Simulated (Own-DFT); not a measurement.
# Computed records: Si$_{7}$Ge (diamond lattice with Si and Ge gathered in clusters, atoms displaced), SiGe (diamond lattice with Si and Ge gathered in clusters, atoms displaced)

All values are calculated (Own-DFT development build). A calculation, not a measurement: plane-wave density functional theory by an unreviewed code, no spin, of a simulated periodic cell, stress positive in tension, run twice, with PBE and with PBEsol, both on files made for PBE, so the change isn't that of files made for PBEsol; forces on such cells passed a denser k mesh, this cell's mesh not checked; the far tail of each file's local potential was reset to the Coulomb form; each entry is a single point on an unrelaxed cell, so the pressure reflects the starting lattice, mostly measured values (interpolated for alloys), from which strain is counted, and rises with the displacements; printed positions are rounded, which can move forces by about a meV/angstrom; the program, named Own-DFT, is a retired in-house code; no spin-orbit coupling; stress was not checked against mesh or cutoff.

Settings shared by all entries: functional PBE, then PBEsol; potential files PseudoDojo norm-conserving, scalar-relativistic, standard set; wave cutoff 42 hartree; occupations Fermi-Dirac; smearing width 0.1 eV; k mesh 3 x 3 x 3 centred on Gamma.

(1) Si$_{7}$Ge (diamond lattice with Si and Ge gathered in clusters, atoms displaced)

```cif
# cell vector a (Å): 10.9187 0.0000 0.0000
# cell vector b (Å): 0.0000 10.9187 0.0000
# cell vector c (Å): 0.0000 0.0000 10.9187
data_Si7Ge
_symmetry_space_group_name_H-M 'P 1'
_symmetry_Int_Tables_number 1
_cell_length_a 10.9187
_cell_length_b 10.9187
_cell_length_c 10.9187
_cell_angle_alpha 90.000
_cell_angle_beta 90.000
_cell_angle_gamma 90.000
_cell_volume 1301.71
loop_
_atom_site_label
_atom_site_type_symbol
_atom_site_fract_x
_atom_site_fract_y
_atom_site_fract_z
_atom_site_occupancy
Si1 Si 0.99633 0.00795 0.00160 1
Ge1 Ge 0.00865 0.24648 0.24771 1
Si2 Si 0.24121 0.01311 0.24588 1
Si3 Si 0.24544 0.26020 0.00873 1
Ge2 Ge 0.12031 0.12306 0.11817 1
Ge3 Ge 0.12262 0.36483 0.38578 1
Si4 Si 0.37672 0.13432 0.37099 1
Si5 Si 0.37218 0.37582 0.12810 1
Ge4 Ge 0.00065 0.00292 0.49810 1
Si6 Si 0.00267 0.24937 0.74934 1
Si7 Si 0.25096 0.99695 0.75123 1
Si8 Si 0.25337 0.24882 0.49879 1
Ge5 Ge 0.12049 0.12061 0.63214 1
Si9 Si 0.12592 0.37399 0.88427 1
Si10 Si 0.37748 0.12427 0.87261 1
Si11 Si 0.37286 0.37385 0.62724 1
Si12 Si 0.00286 0.50468 0.99385 1
Si13 Si 0.99929 0.75319 0.25316 1
Si14 Si 0.25481 0.50784 0.24668 1
Si15 Si 0.25295 0.74425 0.99095 1
Si16 Si 0.12129 0.61926 0.12757 1
Si17 Si 0.12739 0.87223 0.36563 1
Si18 Si 0.37652 0.61506 0.37266 1
Si19 Si 0.38016 0.87834 0.12301 1
Si20 Si 0.00224 0.49260 0.50414 1
Si21 Si 0.00174 0.74514 0.75805 1
Si22 Si 0.24948 0.50457 0.74958 1
Si23 Si 0.24632 0.74698 0.50363 1
Si24 Si 0.12376 0.63220 0.62988 1
Si25 Si 0.11437 0.87618 0.87085 1
Si26 Si 0.37837 0.62868 0.87081 1
Si27 Si 0.37104 0.87293 0.61735 1
Si28 Si 0.50376 0.00642 0.99977 1
Si29 Si 0.49735 0.24660 0.25041 1
Ge6 Ge 0.75069 0.99948 0.25596 1
Si30 Si 0.75388 0.24272 0.99931 1
Si31 Si 0.62527 0.13183 0.13118 1
Si32 Si 0.62087 0.37786 0.38056 1
Ge7 Ge 0.86738 0.11739 0.37733 1
Si33 Si 0.88378 0.37832 0.12180 1
Si34 Si 0.50332 0.99419 0.50690 1
Si35 Si 0.50051 0.25273 0.74632 1
Si36 Si 0.74559 0.99561 0.75051 1
Ge8 Ge 0.74371 0.25310 0.50456 1
Si37 Si 0.62746 0.12902 0.62747 1
Si38 Si 0.61819 0.37373 0.86785 1
Si39 Si 0.88489 0.12821 0.86853 1
Si40 Si 0.87598 0.38141 0.62080 1
Si41 Si 0.50776 0.49597 0.00757 1
Si42 Si 0.49286 0.75564 0.24828 1
Si43 Si 0.75034 0.50204 0.24773 1
Si44 Si 0.75359 0.75389 0.00432 1
Si45 Si 0.62188 0.62132 0.12300 1
Si46 Si 0.62216 0.87530 0.37184 1
Si47 Si 0.87285 0.62565 0.37263 1
Si48 Si 0.86875 0.87970 0.12338 1
Si49 Si 0.50634 0.49897 0.49427 1
Si50 Si 0.50311 0.75306 0.73701 1
Si51 Si 0.75590 0.49433 0.74785 1
Si52 Si 0.74484 0.75380 0.49923 1
Si53 Si 0.61377 0.62788 0.61743 1
Si54 Si 0.61939 0.86935 0.87130 1
Si55 Si 0.88049 0.62463 0.87607 1
Si56 Si 0.87382 0.88333 0.62344 1
```

- PBE pressure: 2.88 GPa
- PBE stress xx: -2.92 GPa
- PBE stress yy: -2.78 GPa
- PBE stress zz: -2.96 GPa
- PBE stress yz: -0.88 GPa
- PBE stress xz: -0.35 GPa
- PBE stress xy: -0.31 GPa
- PBEsol pressure: 1.37 GPa
- PBEsol stress xx: -1.41 GPa
- PBEsol stress yy: -1.27 GPa
- PBEsol stress zz: -1.44 GPa
- PBEsol stress yz: -0.88 GPa
- PBEsol stress xz: -0.32 GPa
- PBEsol stress xy: -0.33 GPa
- rms change of force components from PBE to PBEsol: 0.039 eV/Å

Force:
```tsv
force element	PBE force x (eV/Å)	PBE force y (eV/Å)	PBE force z (eV/Å)	PBEsol force x (eV/Å)	PBEsol force y (eV/Å)	PBEsol force z (eV/Å)
Si	-0.645	-1.617	-1.122	-0.581	-1.537	-1.036
Ge	-2.008	0.376	0.453	-1.902	0.329	0.468
Si	1.88	-1.632	0.624	1.797	-1.541	0.561
Si	1.086	-1.352	-1.035	1.029	-1.402	-0.966
Ge	0.915	0.568	-0.255	0.845	0.613	-0.19
Ge	1.027	1.447	-1.149	0.955	1.354	-1.171
Si	-0.418	-1.913	0.981	-0.415	-1.906	0.974
Si	0.745	0.264	0.211	0.74	0.259	0.216
Ge	0.439	-1.305	-0.224	0.42	-1.184	-0.216
Si	-0.197	1.656	0.137	-0.135	1.602	0.064
Si	0.08	-0.411	0.236	0.037	-0.369	0.189
Si	0.33	-0.545	1.26	0.224	-0.531	1.235
Ge	1.496	0.561	-0.675	1.41	0.507	-0.714
Si	-0.094	0.549	-1.67	-0.099	0.534	-1.661
Si	-0.566	0.77	0.477	-0.572	0.771	0.472
Si	0.138	0.631	-0.655	0.13	0.634	-0.65
Si	-0.104	-0.573	0.873	-0.096	-0.559	0.853
Si	-0.53	-0.502	-1.084	-0.54	-0.49	-1.077
Si	-1.107	-1.445	0.445	-1.13	-1.46	0.462
Si	-0.851	1.078	1.128	-0.847	1.065	1.118
Si	0.449	1.274	-0.518	0.429	1.26	-0.507
Si	0.44	0.633	0.985	0.412	0.672	1.012
Si	0.074	1.722	0.608	0.082	1.705	0.618
Si	-1.501	0.496	-0.52	-1.499	0.5	-0.521
Si	-0.123	2.137	-0.451	-0.052	2.068	-0.511
Si	-1.055	1.011	-1.433	-1.05	0.997	-1.423
Si	0.052	-0.519	0.418	0.043	-0.515	0.416
Si	0.373	-0.138	-1.458	0.369	-0.144	-1.449
Si	-0.249	-1.181	-0.311	-0.255	-1.168	-0.31
Si	1.385	0.252	1.199	1.357	0.268	1.191
Si	0.873	-0.773	-0.067	0.888	-0.771	-0.071
Si	-0.029	0.292	0.812	-0.044	0.288	0.801
Si	0.104	-0.455	0.056	0.124	-0.444	0.058
Si	0.439	1.613	-0.086	0.446	1.608	-0.089
Ge	-1.473	-0.566	-1.424	-1.379	-0.496	-1.33
Si	-0.036	1.182	-0.309	-0.028	1.16	-0.305
Si	0.41	-0.716	-0.785	0.454	-0.752	-0.724
Si	0.813	-0.626	-1.931	0.863	-0.686	-1.879
Ge	1.083	2.21	0.272	1.055	2.123	0.264
Si	-0.944	-0.175	-0.096	-0.884	-0.219	-0.053
Si	-0.27	1.241	-1.108	-0.251	1.231	-1.085
Si	-0.642	-0.636	0.056	-0.635	-0.634	0.044
Si	0.564	0.763	0.347	0.553	0.754	0.356
Ge	0.731	0.196	-0.456	0.751	0.154	-0.48
Si	-0.738	-1.085	0.543	-0.67	-1.018	0.476
Si	1.463	0.007	1.114	1.442	0.011	1.101
Si	-1.722	-0.774	0.386	-1.699	-0.771	0.363
Si	0.17	-1.32	0.894	0.119	-1.374	0.832
Si	-1.376	-0.114	-1.569	-1.367	-0.124	-1.549
Si	0.615	-1.062	0.302	0.607	-1.058	0.301
Si	0.017	-0.595	0.082	0.016	-0.6	0.083
Si	-0.88	-0.978	-0.994	-0.871	-0.968	-0.983
Si	0.72	1.352	0.863	0.706	1.354	0.862
Si	-0.375	-0.481	0.545	-0.318	-0.421	0.482
Si	0.202	-0.096	0.814	0.203	-0.101	0.812
Si	1.266	-0.071	0.359	1.213	-0.008	0.418
Si	-1.803	-0.016	1.089	-1.787	-0.022	1.091
Si	-1.215	-0.064	1.06	-1.203	-0.045	1.042
Si	-1.232	1.286	0.298	-1.223	1.276	0.3
Si	0.542	-0.218	-0.018	0.545	-0.208	-0.011
Si	2.149	-0.607	0.342	2.124	-0.613	0.341
Si	0.631	0.517	0.606	0.606	0.495	0.609
Si	-1.368	0.069	0.045	-1.375	0.068	0.048
Si	-0.149	-1.594	0.486	-0.086	-1.521	0.427
```

(2) SiGe (diamond lattice with Si and Ge gathered in clusters, atoms displaced)

```cif
# cell vector a (Å): 11.0890 0.0000 0.0000
# cell vector b (Å): 0.0000 11.0890 0.0000
# cell vector c (Å): 0.0000 0.0000 11.0890
data_SiGe
_symmetry_space_group_name_H-M 'P 1'
_symmetry_Int_Tables_number 1
_cell_length_a 11.0890
_cell_length_b 11.0890
_cell_length_c 11.0890
_cell_angle_alpha 90.000
_cell_angle_beta 90.000
_cell_angle_gamma 90.000
_cell_volume 1363.57
loop_
_atom_site_label
_atom_site_type_symbol
_atom_site_fract_x
_atom_site_fract_y
_atom_site_fract_z
_atom_site_occupancy
Ge1 Ge 0.00075 0.99774 0.99867 1
Ge2 Ge 0.99950 0.25031 0.24639 1
Ge3 Ge 0.24810 0.00383 0.24798 1
Ge4 Ge 0.24797 0.25514 0.99656 1
Ge5 Ge 0.12089 0.12576 0.12511 1
Ge6 Ge 0.12063 0.37759 0.37608 1
Ge7 Ge 0.37233 0.12124 0.37411 1
Ge8 Ge 0.37510 0.37723 0.12879 1
Si1 Si 0.99767 0.00473 0.49113 1
Ge9 Ge 0.99812 0.24666 0.75145 1
Ge10 Ge 0.25459 0.99242 0.74692 1
Ge11 Ge 0.25275 0.25138 0.50066 1
Ge12 Ge 0.12634 0.12776 0.62658 1
Ge13 Ge 0.12309 0.37702 0.87740 1
Ge14 Ge 0.37390 0.12665 0.87422 1
Ge15 Ge 0.37356 0.37657 0.62256 1
Ge16 Ge 0.99840 0.50299 0.99788 1
Si2 Si 0.99619 0.75219 0.24666 1
Ge17 Ge 0.24651 0.49900 0.25097 1
Ge18 Ge 0.25247 0.74921 0.00210 1
Ge19 Ge 0.12608 0.62524 0.12130 1
Si3 Si 0.12171 0.87725 0.37832 1
Si4 Si 0.37734 0.62578 0.37470 1
Ge20 Ge 0.37399 0.86980 0.12667 1
Si5 Si 0.00243 0.50583 0.49976 1
Si6 Si 0.00229 0.75076 0.75706 1
Ge21 Ge 0.25218 0.50514 0.74727 1
Si7 Si 0.25017 0.75100 0.49571 1
Si8 Si 0.12223 0.62718 0.62152 1
Ge22 Ge 0.12675 0.87592 0.87504 1
Ge23 Ge 0.37719 0.62517 0.87853 1
Si9 Si 0.37371 0.87498 0.61936 1
Ge24 Ge 0.50082 0.99800 0.99545 1
Ge25 Ge 0.50070 0.24902 0.25214 1
Si10 Si 0.74862 0.00119 0.25163 1
Ge26 Ge 0.75100 0.25344 0.00222 1
Ge27 Ge 0.62525 0.12355 0.12006 1
Si11 Si 0.62736 0.37650 0.37368 1
Si12 Si 0.86895 0.12438 0.37644 1
Ge28 Ge 0.87701 0.37748 0.12423 1
Si13 Si 0.49918 0.99989 0.50314 1
Ge29 Ge 0.50448 0.25143 0.74423 1
Si14 Si 0.75064 0.00236 0.74428 1
Si15 Si 0.74660 0.25150 0.50418 1
Si16 Si 0.62704 0.12235 0.62755 1
Ge30 Ge 0.62586 0.37353 0.87329 1
Ge31 Ge 0.87437 0.12245 0.87395 1
Si17 Si 0.88113 0.37206 0.62645 1
Ge32 Ge 0.50304 0.49927 0.00200 1
Si18 Si 0.49945 0.75353 0.24972 1
Si19 Si 0.74842 0.49795 0.24917 1
Si20 Si 0.74743 0.74828 0.99559 1
Si21 Si 0.62653 0.62377 0.12332 1
Si22 Si 0.62870 0.87369 0.37505 1
Si23 Si 0.87862 0.62779 0.37707 1
Si24 Si 0.87383 0.87565 0.12806 1
Si25 Si 0.49895 0.49964 0.49814 1
Si26 Si 0.49829 0.75089 0.75099 1
Si27 Si 0.74903 0.49982 0.74892 1
Si28 Si 0.75228 0.74780 0.49849 1
Si29 Si 0.62286 0.62139 0.62710 1
Si30 Si 0.62744 0.87323 0.87562 1
Si31 Si 0.87965 0.62392 0.87629 1
Si32 Si 0.87888 0.87505 0.62555 1
```

* PBE pressure: 2.89 GPa
* PBE stress xx: -2.91 GPa
* PBE stress yy: -2.91 GPa
* PBE stress zz: -2.86 GPa
* PBE stress yz: 0.03 GPa
* PBE stress xz: -0.3 GPa
* PBE stress xy: 0.4 GPa
* PBEsol pressure: 0.62 GPa
* PBEsol stress xx: -0.64 GPa
* PBEsol stress yy: -0.63 GPa
* PBEsol stress zz: -0.58 GPa
* PBEsol stress yz: 0.05 GPa
* PBEsol stress xz: -0.3 GPa
* PBEsol stress xy: 0.39 GPa
* rms change of force components from PBE to PBEsol: 0.044 eV/Å

Force:
```tsv
force element	PBE force x (eV/Å)	PBE force y (eV/Å)	PBE force z (eV/Å)	PBEsol force x (eV/Å)	PBEsol force y (eV/Å)	PBEsol force z (eV/Å)
Ge	-0.57	-0.189	0.492	-0.51	-0.139	0.441
Ge	-0.722	-0.24	1.105	-0.661	-0.2	1.026
Ge	-0.443	-1.115	0.252	-0.399	-1.039	0.213
Ge	0.308	-0.528	0.815	0.293	-0.509	0.788
Ge	0.57	0.149	-0.657	0.555	0.149	-0.636
Ge	0.087	-0.242	0.329	0.132	-0.27	0.268
Ge	0.745	0.202	0.567	0.682	0.236	0.506
Ge	0.017	-0.322	-0.298	0.011	-0.314	-0.293
Si	0.016	-0.376	1.122	0.056	-0.324	1.147
Ge	0.28	0.534	0.024	0.315	0.478	0.066
Ge	-0.225	0.754	-0.114	-0.263	0.781	-0.058
Ge	-0.58	-0.105	-0.392	-0.564	-0.102	-0.372
Ge	-0.202	-0.897	-0.568	-0.165	-0.833	-0.515
Ge	-0.014	0.288	-1.058	-0.009	0.27	-1.012
Ge	0.194	0.001	-0.452	0.188	-0.004	-0.436
Ge	0.663	0.344	-0.024	0.606	0.292	0.015
Ge	0.072	-0.033	0.209	0.124	-0.083	0.244
Si	0.502	-0.016	0.607	0.549	-0.056	0.554
Ge	0.47	0.681	0.328	0.425	0.619	0.274
Ge	-0.367	0.059	-0.494	-0.354	0.054	-0.476
Ge	-0.585	0.345	0.808	-0.53	0.294	0.745
Si	0.018	-0.338	-0.735	0.064	-0.301	-0.766
Si	-0.056	0.2	-0.074	-0.1	0.153	-0.116
Ge	0.418	0.916	0.129	0.358	0.927	0.077
Si	-0.736	-0.421	0.351	-0.684	-0.473	0.302
Si	-0.37	-0.309	-1.064	-0.31	-0.257	-0.996
Ge	-0.721	-0.031	0.064	-0.662	-0.072	0.101
Si	-0.197	-0.102	0.19	-0.195	-0.105	0.182
Si	0.338	0.656	0.338	0.382	0.614	0.381
Ge	0.178	-0.485	0.023	0.215	-0.427	0.064
Ge	0.297	0.213	-0.512	0.249	0.167	-0.456
Si	0.636	-0.827	0.058	0.574	-0.775	0.107
Ge	-0.136	-0.378	0.177	-0.17	-0.317	0.207
Ge	0.322	0.035	0.052	0.266	0.004	0.006
Si	0.153	-0.274	-0.1	0.109	-0.221	-0.152
Ge	0.162	-0.421	-0.431	0.153	-0.41	-0.421
Ge	0.105	-0.127	0.772	0.064	-0.084	0.714
Si	-0.149	-0.005	0.51	-0.192	-0.056	0.46
Si	-0.109	0.505	-0.21	-0.077	0.552	-0.246
Ge	-0.442	0.344	0.33	-0.386	0.29	0.279
Si	0.598	-0.277	-0.325	0.548	-0.223	-0.366
Ge	-0.422	-0.422	0.212	-0.451	-0.368	0.252
Si	0.027	-1.03	0.505	0.072	-0.975	0.551
Si	0.442	-0.018	-0.239	0.43	-0.012	-0.229
Si	-0.174	0.07	-0.827	-0.224	0.124	-0.773
Ge	0.289	0.463	-0.093	0.24	0.41	-0.049
Ge	-0.612	-0.098	0.092	-0.542	-0.052	0.124
Si	-0.868	0.856	-0.515	-0.801	0.791	-0.459
Ge	0.05	0.027	0.076	0.002	-0.014	0.036
Si	0.778	-0.865	0.431	0.716	-0.808	0.369
Si	0.367	0.777	0.421	0.41	0.725	0.366
Si	0.711	0.004	0.639	0.707	0.002	0.631
Si	0.088	0.594	0.561	0.038	0.542	0.507
Si	-0.432	0.168	0.215	-0.43	0.168	0.215
Si	-0.497	-0.347	-0.606	-0.485	-0.35	-0.606
Si	-0.642	-0.197	-0.411	-0.6	-0.149	-0.459
Si	0.474	0.278	-0.172	0.419	0.222	-0.128
Si	0.392	0.22	-0.462	0.335	0.182	-0.409
Si	0.846	0.099	-0.127	0.798	0.049	-0.078
Si	-0.183	0.086	0.636	-0.184	0.085	0.634
Si	0.092	0.492	-0.363	0.083	0.484	-0.354
Si	0.07	0.112	-1.041	0.025	0.164	-0.983
Si	-1.235	0.517	-0.762	-1.169	0.452	-0.696
Si	-0.09	0.044	-0.318	-0.075	0.042	-0.312
```
